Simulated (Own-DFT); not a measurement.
# Computed records: AlN (wurtzite, strained, atoms displaced)

All values are calculated (Own-DFT development build). A calculation, not a measurement: plane-wave PBE density functional theory by an unreviewed code, no spin, of a simulated periodic cell, stress positive in tension, free energy of the whole cell less one offset for each atom, forces on such cells passed a denser k mesh, this cell's mesh not checked; offsets are fitted by least squares, one for each functional and potential file, so energies compare only between cells with the same atoms and settings and are not formation energies; the far tail of each file's local potential was reset to the Coulomb form; each entry is a single point on an unrelaxed cell, so the pressure reflects the starting lattice, mostly measured values (interpolated for alloys), from which strain is counted, and rises with the displacements; printed positions are rounded, which can move forces by about a meV/angstrom; the program, named Own-DFT, is a retired in-house code; no spin-orbit coupling.

Common to all runs: functional PBE; potential files PseudoDojo norm-conserving, scalar-relativistic, standard set; wave cutoff 42 hartree; occupations Fermi-Dirac; smearing width 0.1 eV; hardware one NVIDIA H100; k mesh 2 x 2 x 2 centred on Gamma.

(1) 
```cif
# cell vector a (Å): 12.2526 -0.1562 -0.0264
# cell vector b (Å): -6.2616 10.6827 0.0598
# cell vector c (Å): -0.0212 0.0431 9.8053
data_AlN
_symmetry_space_group_name_H-M 'P 1'
_symmetry_Int_Tables_number 1
_cell_length_a 12.2536
_cell_length_b 12.3827
_cell_length_c 9.8054
_cell_angle_alpha 89.443
_cell_angle_beta 90.251
_cell_angle_gamma 121.107
_cell_volume 1273.80
loop_
_atom_site_label
_atom_site_type_symbol
_atom_site_fract_x
_atom_site_fract_y
_atom_site_fract_z
_atom_site_occupancy
Al1 Al 0.08307 0.16110 0.99539 1
Al2 Al 0.17046 0.08361 0.24655 1
N1 N 0.08908 0.16505 0.19102 1
N2 N 0.17390 0.08881 0.43973 1
Al3 Al 0.08901 0.17167 0.50516 1
Al4 Al 0.17652 0.08910 0.75485 1
N3 N 0.07699 0.15971 0.68317 1
N4 N 0.16630 0.08286 0.93598 1
Al5 Al 0.08252 0.41392 0.00401 1
Al6 Al 0.16455 0.33851 0.24506 1
N5 N 0.08625 0.41516 0.19438 1
N6 N 0.16273 0.33307 0.44444 1
Al7 Al 0.07836 0.41197 0.49736 1
Al8 Al 0.17576 0.33858 0.74911 1
N7 N 0.07969 0.41241 0.68440 1
N8 N 0.17030 0.33626 0.94439 1
Al9 Al 0.08425 0.66786 0.99912 1
Al10 Al 0.16206 0.57642 0.25490 1
N9 N 0.08078 0.66679 0.19575 1
N10 N 0.16356 0.58991 0.43526 1
Al11 Al 0.09141 0.67166 0.49386 1
Al12 Al 0.16272 0.58068 0.74238 1
N11 N 0.08679 0.66150 0.69155 1
N12 N 0.16731 0.58130 0.94360 1
Al13 Al 0.08147 0.91363 0.00081 1
Al14 Al 0.16537 0.83088 0.24430 1
N13 N 0.08736 0.91853 0.19229 1
N14 N 0.17201 0.83363 0.43853 1
Al15 Al 0.08379 0.91955 0.50531 1
Al16 Al 0.17223 0.83836 0.74969 1
N15 N 0.08099 0.91351 0.68967 1
N16 N 0.16779 0.83434 0.94562 1
Al17 Al 0.33271 0.17410 0.99145 1
Al18 Al 0.41222 0.07824 0.25108 1
N17 N 0.34172 0.17769 0.18133 1
N18 N 0.41499 0.07928 0.45287 1
Al19 Al 0.33454 0.16992 0.50026 1
Al20 Al 0.41449 0.08027 0.75717 1
N19 N 0.33178 0.16685 0.69762 1
N20 N 0.42101 0.08443 0.93591 1
Al21 Al 0.33708 0.41707 0.99562 1
Al22 Al 0.41321 0.32664 0.24623 1
N21 N 0.33281 0.41369 0.19107 1
N22 N 0.41757 0.33326 0.44466 1
Al23 Al 0.33259 0.41860 0.48754 1
Al24 Al 0.41541 0.33668 0.75153 1
N23 N 0.33054 0.41200 0.69006 1
N24 N 0.41540 0.33741 0.94009 1
Al25 Al 0.33774 0.66961 0.99634 1
Al26 Al 0.40809 0.57845 0.23586 1
N25 N 0.33746 0.67712 0.19288 1
N26 N 0.42046 0.58777 0.43512 1
Al27 Al 0.33561 0.66499 0.49309 1
Al28 Al 0.41531 0.58555 0.75494 1
N27 N 0.33217 0.66602 0.69299 1
N28 N 0.41775 0.57922 0.94078 1
Al29 Al 0.33842 0.91725 0.99768 1
Al30 Al 0.41364 0.83243 0.24930 1
N29 N 0.33756 0.92016 0.19047 1
N30 N 0.41580 0.83372 0.43601 1
Al31 Al 0.33006 0.91366 0.48954 1
Al32 Al 0.40843 0.82257 0.74894 1
N31 N 0.33647 0.91908 0.68349 1
N32 N 0.41504 0.83580 0.93842 1
Al33 Al 0.58070 0.15991 0.00406 1
Al34 Al 0.66321 0.08156 0.25088 1
N33 N 0.58525 0.17624 0.19394 1
N34 N 0.66875 0.08611 0.44156 1
Al35 Al 0.58977 0.16927 0.49727 1
Al36 Al 0.65877 0.07247 0.75054 1
N35 N 0.57854 0.16419 0.68639 1
N36 N 0.66725 0.08348 0.94115 1
Al37 Al 0.58721 0.41985 0.99485 1
Al38 Al 0.66651 0.33481 0.24343 1
N37 N 0.58068 0.41738 0.19300 1
N38 N 0.66410 0.33444 0.44145 1
Al39 Al 0.58207 0.41049 0.50449 1
Al40 Al 0.66666 0.33600 0.75050 1
N39 N 0.59827 0.42345 0.69276 1
N40 N 0.65936 0.32893 0.93222 1
Al41 Al 0.58354 0.66707 0.00041 1
Al42 Al 0.66787 0.58035 0.24568 1
N41 N 0.58201 0.66525 0.19389 1
N42 N 0.66399 0.57707 0.44781 1
Al43 Al 0.58041 0.66207 0.49462 1
Al44 Al 0.65797 0.57449 0.75358 1
N43 N 0.58794 0.66967 0.69756 1
N44 N 0.66352 0.58626 0.93679 1
Al45 Al 0.57983 0.91338 0.00423 1
Al46 Al 0.66340 0.83086 0.25590 1
N45 N 0.58010 0.92187 0.19309 1
N46 N 0.67018 0.84041 0.44338 1
Al47 Al 0.58090 0.91707 0.49403 1
Al48 Al 0.66704 0.82709 0.75175 1
N47 N 0.59146 0.92392 0.68257 1
N48 N 0.66837 0.83686 0.93684 1
Al49 Al 0.83415 0.17250 0.99530 1
Al50 Al 0.91612 0.08559 0.25003 1
N49 N 0.82865 0.16199 0.19117 1
N50 N 0.91728 0.07955 0.44117 1
Al51 Al 0.83606 0.16746 0.49575 1
Al52 Al 0.90782 0.08048 0.76097 1
N51 N 0.83541 0.17177 0.69316 1
N52 N 0.91541 0.08351 0.94389 1
Al53 Al 0.83118 0.42171 0.00058 1
Al54 Al 0.91421 0.33522 0.26242 1
N53 N 0.83233 0.41816 0.18907 1
N54 N 0.91124 0.32989 0.44404 1
Al55 Al 0.83692 0.42063 0.50244 1
Al56 Al 0.90533 0.32914 0.74156 1
N55 N 0.82767 0.41740 0.68808 1
N56 N 0.91131 0.33047 0.94498 1
Al57 Al 0.83664 0.67074 0.99580 1
Al58 Al 0.92312 0.58834 0.25486 1
N57 N 0.83292 0.67323 0.19382 1
N58 N 0.92639 0.58921 0.43765 1
Al59 Al 0.83474 0.66609 0.49659 1
Al60 Al 0.92046 0.57624 0.73912 1
N59 N 0.83615 0.66576 0.68970 1
N60 N 0.91502 0.57879 0.94206 1
Al61 Al 0.83172 0.91724 0.00042 1
Al62 Al 0.90679 0.83224 0.25557 1
N61 N 0.82853 0.90454 0.19136 1
N62 N 0.91529 0.83559 0.43936 1
Al63 Al 0.83437 0.91669 0.50388 1
Al64 Al 0.92110 0.83365 0.75452 1
N63 N 0.83460 0.92678 0.69010 1
N64 N 0.91422 0.83179 0.93658 1
_calc_free_energy_of_cell_above_offsets '-50.325'  # eV
_calc_pressure 16.63  # GPa
_calc_stress_xx -15.49  # GPa
_calc_stress_yy -19.27  # GPa
_calc_stress_zz -15.12  # GPa
_calc_stress_yz 0.14  # GPa
_calc_stress_xz -0.61  # GPa
_calc_stress_xy -3.75  # GPa
_calc_wall_time 400.1  # s
```

Force:
| element | x (eV/Å) | y (eV/Å) | z (eV/Å) |
| --- | --- | --- | --- |
| Al | -0.335 | 1.32 | 0.923 |
| Al | 0.103 | 0.343 | 0.619 |
| N | -1.501 | 0.617 | -0.567 |
| N | -1.173 | -0.861 | -0.184 |
| Al | -0.314 | -1.789 | -1.856 |
| Al | -3.61 | -1.904 | -1.898 |
| N | 0.892 | 1.151 | 3.666 |
| N | -0.012 | -0.597 | 1.381 |
| Al | -0.483 | 0.096 | -1.083 |
| Al | 2.442 | -2.907 | 1.106 |
| N | -2.473 | 0.54 | -0.182 |
| N | 0.151 | 0.939 | -1.662 |
| Al | 0.408 | 1.245 | 0.425 |
| Al | -3.512 | -2.537 | 0.311 |
| N | 0.114 | 0.492 | 1.012 |
| N | -0.595 | -0.895 | -0.669 |
| Al | 0.388 | -0.953 | 0.329 |
| Al | -0.116 | 2.158 | -1.965 |
| N | 2.116 | -0.21 | -1.623 |
| N | 2.582 | -2.333 | 1.29 |
| Al | -1.192 | 0.365 | 1.579 |
| Al | 1.18 | -1.43 | 1.62 |
| N | -1.018 | 2.082 | -1.019 |
| N | -0.274 | 0.297 | -0.515 |
| Al | 0.106 | 0.563 | 0.245 |
| Al | -0.019 | 0.956 | 0.774 |
| N | -0.871 | -0.637 | -0.335 |
| N | -2.865 | 0.088 | -0.739 |
| Al | 0.572 | -0.046 | -1.698 |
| Al | -0.428 | -1.163 | -0.204 |
| N | 1.509 | 1.217 | 0.988 |
| N | -0.006 | 0.143 | -0.831 |
| Al | 1.739 | -1.421 | 0.688 |
| Al | -0.072 | 2.369 | 0.782 |
| N | 0.053 | -4.047 | -0.047 |
| N | -0.392 | 1.61 | -2.499 |
| Al | 1.326 | -0.904 | 1.064 |
| Al | 0.544 | 0.621 | -3.056 |
| N | 2.184 | 1.409 | -0.886 |
| N | -1.713 | -0.425 | 2.212 |
| Al | -0.883 | -0.399 | 1.399 |
| Al | -0.034 | 2.939 | 1.64 |
| N | -0.281 | 0.079 | -0.348 |
| N | -0.815 | 0.334 | -0.863 |
| Al | 0.738 | -0.2 | 1.261 |
| Al | 1.588 | -0.412 | -0.864 |
| N | 1.621 | 2.713 | -1.275 |
| N | 1.082 | 0.296 | -0.601 |
| Al | -0.701 | -0.766 | 0.628 |
| Al | 1.072 | 1.382 | 1.364 |
| N | -0.154 | -3.406 | -1.352 |
| N | -1.384 | -1.298 | -0.506 |
| Al | -0.718 | 0.591 | 0.521 |
| Al | 0.872 | -0.655 | -1.442 |
| N | 0.574 | -1.571 | -1.337 |
| N | -1.099 | 1.547 | 0.612 |
| Al | -1.329 | 0.702 | 0.556 |
| Al | 0.01 | 1.599 | 0.495 |
| N | -0.402 | -1.047 | -0.648 |
| N | -0.172 | -0.649 | 0.579 |
| Al | 1.82 | 0.842 | 1.959 |
| Al | 0.577 | 3.823 | -0.789 |
| N | 0.099 | -1.159 | 1.023 |
| N | 1.008 | -0.94 | -0.207 |
| Al | 0.437 | 1.613 | -0.506 |
| Al | -0.357 | 1.468 | 0.262 |
| N | 0.439 | -3.038 | -0.524 |
| N | -0.07 | -0.336 | -0.758 |
| Al | -1.104 | -0.572 | 0.705 |
| Al | -0.417 | 3.558 | -0.032 |
| N | 1.051 | 0.715 | 0.994 |
| N | -0.562 | -0.94 | 0.237 |
| Al | -0.353 | -0.587 | 0.885 |
| Al | -0.743 | 1.255 | 1.733 |
| N | 0.82 | -0.184 | -1.459 |
| N | 1.411 | 0.294 | -0.787 |
| Al | 0.055 | 1.009 | -0.289 |
| Al | 0.247 | -2.559 | -0.735 |
| N | -3.291 | -2.33 | -0.507 |
| N | 0.673 | 0.54 | 2.474 |
| Al | 0.531 | 0.749 | 0.364 |
| Al | -1.211 | 0.35 | 1.492 |
| N | -0.216 | -0.094 | -0.625 |
| N | -0.21 | 0.793 | -1.402 |
| Al | 1.577 | 1.533 | 1.109 |
| Al | 1.436 | 3.418 | -1.139 |
| N | -1.045 | -2.262 | -1.592 |
| N | 0.967 | -0.223 | 1.479 |
| Al | 0.909 | 1.077 | -0.665 |
| Al | -0.374 | 0.397 | -0.619 |
| N | 1.218 | -1.667 | -0.326 |
| N | -0.489 | -1.879 | -0.224 |
| Al | 0.695 | 0.563 | 0.776 |
| Al | -0.691 | 2.766 | -1.125 |
| N | -0.732 | -4.276 | 0.667 |
| N | -1.058 | -0.854 | 1.327 |
| Al | 0.307 | -1.967 | 1.375 |
| Al | 0.853 | -1.131 | -0.095 |
| N | 0.564 | 1.528 | 0.03 |
| N | -0.255 | 1.519 | -0.526 |
| Al | 0.45 | -1.91 | 1.433 |
| Al | 0.953 | 1.674 | -2.273 |
| N | -0.468 | -2.285 | -0.679 |
| N | -0.226 | 0.171 | 0.928 |
| Al | 0.586 | -2.432 | -0.157 |
| Al | -0.291 | -0.992 | -3.08 |
| N | 0.919 | 0.658 | 0.905 |
| N | -0.068 | 1.363 | 0.351 |
| Al | -1.228 | -0.246 | -1.179 |
| Al | 1.338 | 1.456 | 1.809 |
| N | 1.662 | -0.816 | -0.275 |
| N | 0.032 | 2.512 | -1.269 |
| Al | -0.13 | -1.369 | 0.551 |
| Al | -2.473 | -0.965 | -1.317 |
| N | 1.671 | -1.517 | -0.974 |
| N | -1.23 | -0.932 | 1.379 |
| Al | -0.125 | 0.152 | 0.839 |
| Al | -1.97 | 2.267 | 1.764 |
| N | -0.01 | -0.09 | 0.421 |
| N | -0.372 | 2.112 | -1.13 |
| Al | 0.599 | -0.409 | 0.41 |
| Al | 2.968 | 0.393 | -0.27 |
| N | -2.067 | 2.937 | -0.941 |
| N | 0.562 | -0.323 | 1.156 |
| Al | 0.006 | 0.425 | 0.077 |
| Al | -1.833 | -0.453 | -1.975 |
| N | 1.201 | -2.723 | 0.883 |
| N | 0.009 | 1.184 | 1.338 |

(2) 
```cif
# cell vector a (Å): 12.6785 0.2320 -0.1882
# cell vector b (Å): -6.1383 10.6732 -0.0505
# cell vector c (Å): -0.1506 -0.1337 9.9365
data_AlN
_symmetry_space_group_name_H-M 'P 1'
_symmetry_Int_Tables_number 1
_cell_length_a 12.6820
_cell_length_b 12.3125
_cell_length_c 9.9385
_cell_angle_alpha 90.470
_cell_angle_beta 91.732
_cell_angle_gamma 118.848
_cell_volume 1358.22
loop_
_atom_site_label
_atom_site_type_symbol
_atom_site_fract_x
_atom_site_fract_y
_atom_site_fract_z
_atom_site_occupancy
Al1 Al 0.07780 0.16457 0.00599 1
Al2 Al 0.16771 0.08554 0.24713 1
N1 N 0.08335 0.16700 0.19690 1
N2 N 0.16775 0.09114 0.44382 1
Al3 Al 0.08456 0.16274 0.50988 1
Al4 Al 0.16679 0.07660 0.74913 1
N3 N 0.07995 0.15858 0.69374 1
N4 N 0.17002 0.08611 0.94557 1
Al5 Al 0.07214 0.40482 0.99786 1
Al6 Al 0.16617 0.33580 0.25090 1
N5 N 0.08604 0.42377 0.19017 1
N6 N 0.16408 0.33235 0.44441 1
Al7 Al 0.07999 0.42141 0.49736 1
Al8 Al 0.17298 0.34632 0.76112 1
N7 N 0.08451 0.41110 0.69048 1
N8 N 0.17032 0.33289 0.93491 1
Al9 Al 0.07417 0.66355 0.99449 1
Al10 Al 0.16244 0.57465 0.24384 1
N9 N 0.08569 0.66546 0.18781 1
N10 N 0.17199 0.58624 0.44523 1
Al11 Al 0.08011 0.66426 0.49882 1
Al12 Al 0.16706 0.58113 0.74450 1
N11 N 0.08094 0.66669 0.69783 1
N12 N 0.16551 0.58063 0.94038 1
Al13 Al 0.08376 0.92252 0.00730 1
Al14 Al 0.16518 0.82947 0.24976 1
N13 N 0.08304 0.92153 0.18831 1
N14 N 0.17204 0.83691 0.43835 1
Al15 Al 0.07694 0.90956 0.50178 1
Al16 Al 0.16782 0.83245 0.74708 1
N15 N 0.08720 0.92319 0.68308 1
N16 N 0.16870 0.83566 0.93204 1
Al17 Al 0.32888 0.17364 0.99788 1
Al18 Al 0.41770 0.08183 0.24716 1
N17 N 0.32641 0.15960 0.18791 1
N18 N 0.41567 0.08526 0.45004 1
Al19 Al 0.33420 0.16615 0.49933 1
Al20 Al 0.41909 0.07536 0.75429 1
N19 N 0.33443 0.17017 0.69051 1
N20 N 0.41914 0.07611 0.93545 1
Al21 Al 0.33260 0.41894 0.99865 1
Al22 Al 0.41863 0.33032 0.24462 1
N21 N 0.32965 0.40799 0.19109 1
N22 N 0.41073 0.32064 0.44727 1
Al23 Al 0.33630 0.41544 0.50144 1
Al24 Al 0.41613 0.33179 0.75163 1
N23 N 0.33349 0.41174 0.68499 1
N24 N 0.42113 0.34197 0.94477 1
Al25 Al 0.34604 0.67458 0.00373 1
Al26 Al 0.41914 0.58761 0.24553 1
N25 N 0.34395 0.67422 0.18885 1
N26 N 0.42598 0.59341 0.44503 1
Al27 Al 0.33575 0.66656 0.50134 1
Al28 Al 0.42296 0.58914 0.74595 1
N27 N 0.33692 0.66875 0.69093 1
N28 N 0.41217 0.57662 0.94366 1
Al29 Al 0.33112 0.91574 0.99921 1
Al30 Al 0.41806 0.83424 0.24748 1
N29 N 0.33330 0.92218 0.19267 1
N30 N 0.41420 0.83450 0.44378 1
Al31 Al 0.32836 0.91287 0.49588 1
Al32 Al 0.40803 0.82213 0.75462 1
N31 N 0.33129 0.91530 0.68452 1
N32 N 0.42030 0.83523 0.94412 1
Al33 Al 0.58376 0.17136 0.00321 1
Al34 Al 0.66924 0.09047 0.25140 1
N33 N 0.57873 0.15688 0.19054 1
N34 N 0.66973 0.08735 0.43440 1
Al35 Al 0.58416 0.17417 0.49802 1
Al36 Al 0.66359 0.08223 0.75262 1
N35 N 0.58065 0.16801 0.68998 1
N36 N 0.66034 0.07342 0.93851 1
Al37 Al 0.58010 0.41720 0.00129 1
Al38 Al 0.66032 0.33471 0.24859 1
N37 N 0.57957 0.41365 0.18887 1
N38 N 0.66487 0.33563 0.43413 1
Al39 Al 0.58500 0.41648 0.50049 1
Al40 Al 0.66866 0.33726 0.75496 1
N39 N 0.58528 0.41966 0.68939 1
N40 N 0.66501 0.32675 0.94428 1
Al41 Al 0.58391 0.66313 0.00023 1
Al42 Al 0.67785 0.59278 0.24797 1
N41 N 0.57916 0.65997 0.18640 1
N42 N 0.66392 0.58125 0.44036 1
Al43 Al 0.58002 0.66277 0.49274 1
Al44 Al 0.66589 0.58403 0.75396 1
N43 N 0.59147 0.66979 0.68684 1
N44 N 0.66867 0.58835 0.95266 1
Al45 Al 0.58085 0.91926 0.99740 1
Al46 Al 0.67250 0.83671 0.24898 1
N45 N 0.58385 0.92079 0.17767 1
N46 N 0.66216 0.83625 0.45409 1
Al47 Al 0.58326 0.91911 0.49838 1
Al48 Al 0.66578 0.82987 0.74970 1
N47 N 0.57936 0.91576 0.68861 1
N48 N 0.66744 0.83773 0.94171 1
Al49 Al 0.83301 0.16874 0.99596 1
Al50 Al 0.92027 0.08404 0.25254 1
N49 N 0.83662 0.17120 0.19053 1
N50 N 0.90961 0.07761 0.44049 1
Al51 Al 0.83735 0.16098 0.49765 1
Al52 Al 0.92527 0.09445 0.75655 1
N51 N 0.83457 0.16871 0.68609 1
N52 N 0.90960 0.07202 0.93384 1
Al53 Al 0.83360 0.41705 0.00130 1
Al54 Al 0.91414 0.33380 0.25464 1
N53 N 0.82479 0.41195 0.18234 1
N54 N 0.91585 0.33282 0.43800 1
Al55 Al 0.83536 0.42037 0.50901 1
Al56 Al 0.91714 0.33167 0.75217 1
N55 N 0.83413 0.41735 0.69314 1
N56 N 0.91394 0.33478 0.94073 1
Al57 Al 0.83728 0.67439 0.00150 1
Al58 Al 0.91443 0.58373 0.24223 1
N57 N 0.83803 0.66275 0.19774 1
N58 N 0.91198 0.59362 0.43950 1
Al59 Al 0.83191 0.66080 0.50144 1
Al60 Al 0.91697 0.58446 0.74650 1
N59 N 0.83973 0.67133 0.69130 1
N60 N 0.92104 0.58331 0.93961 1
Al61 Al 0.83112 0.91952 0.99793 1
Al62 Al 0.90886 0.81842 0.24668 1
N61 N 0.83487 0.91754 0.18663 1
N62 N 0.91205 0.82461 0.44283 1
Al63 Al 0.83187 0.91853 0.50484 1
Al64 Al 0.92093 0.83443 0.74308 1
N63 N 0.84254 0.92474 0.69567 1
N64 N 0.92063 0.83575 0.93733 1
_calc_free_energy_of_cell_above_offsets '-51.907'  # eV
_calc_pressure 2.57  # GPa
_calc_stress_xx 2.3  # GPa
_calc_stress_yy -4.17  # GPa
_calc_stress_zz -5.83  # GPa
_calc_stress_yz -3.49  # GPa
_calc_stress_xz -3.86  # GPa
_calc_stress_xy 6.05  # GPa
_calc_wall_time 420.1  # s
```

Force:
| element | x (eV/Å) | y (eV/Å) | z (eV/Å) |
| --- | --- | --- | --- |
| Al | 0.834 | -0.169 | -1.084 |
| Al | 0.331 | -0.029 | 1.533 |
| N | -1.154 | 0.244 | -1.095 |
| N | 1.029 | -2.069 | -0.875 |
| Al | -1.142 | 1.043 | -0.874 |
| Al | 0.125 | 2.744 | 0.481 |
| N | -0.016 | 1.702 | 0.996 |
| N | -1.267 | -0.277 | -0.563 |
| Al | 1.563 | 2.752 | -0.01 |
| Al | 0.723 | -0.266 | 0.895 |
| N | -0.554 | -4.213 | -0.82 |
| N | -0.031 | 0.621 | -0.346 |
| Al | 1.636 | -1.389 | 0.316 |
| Al | 1.764 | -2.304 | -3.677 |
| N | -2.119 | 1.066 | -0.272 |
| N | -1.243 | -0.725 | 3.396 |
| Al | 3.276 | 1.423 | -0.004 |
| Al | 0.786 | 4.447 | 1.056 |
| N | -1.285 | -0.572 | 0.251 |
| N | -0.978 | -0.312 | -0.759 |
| Al | 0.09 | 1.081 | 0.043 |
| Al | 0.09 | 0.303 | 1.343 |
| N | 0.204 | -0.897 | -1.782 |
| N | 0.3 | -0.023 | 0.104 |
| Al | 0.827 | -0.638 | -2.025 |
| Al | 0.182 | 1.479 | -0.449 |
| N | -0.134 | -2.029 | 1.544 |
| N | -1.84 | -1.625 | 0.199 |
| Al | 0.422 | 1.54 | -1.832 |
| Al | 0.014 | 1.19 | -0.405 |
| N | 0.074 | -2.926 | 1.144 |
| N | -0.702 | -0.327 | 1.806 |
| Al | 1.913 | -0.956 | -0.104 |
| Al | -0.534 | 0.763 | 1.211 |
| N | 0.793 | 1.142 | -0.06 |
| N | 1.137 | -0.559 | -1.826 |
| Al | -0.955 | -1.567 | 1.151 |
| Al | -0.946 | 1.444 | -1.883 |
| N | 0.264 | -1.551 | 1.11 |
| N | -0.967 | 1.556 | 1.814 |
| Al | -0.072 | -0.856 | 0.91 |
| Al | -0.581 | -0.458 | 1.308 |
| N | -0.781 | 1.483 | 0.069 |
| N | 0.751 | 3.804 | -1.821 |
| Al | -0.716 | -0.403 | -1.186 |
| Al | 0.449 | 0.227 | -0.484 |
| N | -0.782 | 1.61 | 1.838 |
| N | -0.207 | -1.065 | -0.639 |
| Al | -1.876 | -1.474 | -0.843 |
| Al | 0.756 | -1.243 | 0.825 |
| N | -1.481 | -1.699 | 0.451 |
| N | -1.543 | -2.526 | -1.186 |
| Al | -0.156 | 1.033 | -0.441 |
| Al | 0.581 | -1.275 | 0.238 |
| N | -0.677 | -2.344 | -0.288 |
| N | 1.011 | 2.02 | -1.126 |
| Al | -0.031 | 0.015 | 0.182 |
| Al | 0.143 | 1.668 | 0.674 |
| N | -0.025 | -2.343 | -0.527 |
| N | 0.902 | -0.346 | -1.031 |
| Al | 1.046 | 1.516 | 0.469 |
| Al | 0.427 | 3.694 | -0.543 |
| N | -0.025 | -1.383 | 1.068 |
| N | -0.853 | -0.574 | -0.569 |
| Al | 0.238 | -2.759 | -0.539 |
| Al | 1.343 | -1.433 | -0.943 |
| N | -1.392 | 2.3 | -0.028 |
| N | -0.102 | 0.009 | 1.512 |
| Al | 0.234 | -1.482 | 0.287 |
| Al | 0.286 | -0.046 | -1.108 |
| N | 0.665 | 0.438 | 0.233 |
| N | 0.446 | 3.475 | 0.238 |
| Al | 1.092 | 0.164 | -0.041 |
| Al | 1.556 | -0.943 | -0.472 |
| N | -0.316 | 1.06 | 0.21 |
| N | 1.097 | 0.571 | 1.173 |
| Al | -1.248 | -0.411 | -0.393 |
| Al | -0.03 | -1.049 | -0.617 |
| N | -0.059 | -0.153 | 1.037 |
| N | -0.331 | 2.441 | -0.423 |
| Al | -1.751 | 1.508 | -0.223 |
| Al | -1.446 | -2.199 | 0.405 |
| N | 0.714 | 1.327 | 1.187 |
| N | 0.815 | 0.3 | -0.468 |
| Al | 1.457 | 1.799 | 1.159 |
| Al | 1.107 | 0.497 | -0.139 |
| N | -1.28 | -1.254 | 0.495 |
| N | 1.679 | -0.99 | -1.429 |
| Al | 0.87 | -0.904 | -0.496 |
| Al | -1.395 | 0.181 | -0.038 |
| N | 0.426 | -0.537 | 3.229 |
| N | 2.098 | -0.799 | -2.358 |
| Al | -1.506 | 0.558 | 0.52 |
| Al | 0.24 | 2.312 | -0.241 |
| N | 0.031 | -0.524 | 0.688 |
| N | 0.161 | -1.572 | -0.132 |
| Al | -0.581 | -1.598 | 0.441 |
| Al | -0.313 | 0.023 | -0.131 |
| N | 0.009 | -0.643 | -0.401 |
| N | 2.147 | 0.322 | -0.424 |
| Al | -2.324 | 1.104 | 0.275 |
| Al | -0.044 | -1.509 | -2.193 |
| N | -0.38 | -0.257 | 1.098 |
| N | 0.097 | 3.58 | 2.261 |
| Al | -0.771 | 0.105 | -1.002 |
| Al | 0.068 | 0.469 | -1.243 |
| N | 0.393 | 0.65 | 2.034 |
| N | -0.356 | 0.739 | 1.269 |
| Al | -0.485 | -0.595 | -2.164 |
| Al | 0.21 | 0.373 | -0.987 |
| N | -0.346 | -0.194 | 0.507 |
| N | 0.367 | -0.971 | -0.232 |
| Al | 0.48 | -0.767 | -0.858 |
| Al | 3.022 | -1.69 | 1.333 |
| N | -2.617 | -0.291 | -2.661 |
| N | 4.245 | -2.969 | -0.865 |
| Al | -3.148 | 1.685 | 0.942 |
| Al | 0.527 | 0.339 | 0.852 |
| N | -1.164 | -1.584 | 0.125 |
| N | -2.678 | -0.827 | 0.053 |
| Al | 0.389 | -1.773 | -0.311 |
| Al | 0.455 | 4.868 | 1.407 |
| N | 0.097 | -0.994 | 0.808 |
| N | -0.558 | 0.922 | -0.541 |
| Al | 0.268 | -0.979 | 0.286 |
| Al | -0.086 | 1.425 | 0.698 |
| N | -1.116 | -1.056 | -0.372 |
| N | -0.279 | 0.011 | 0.716 |
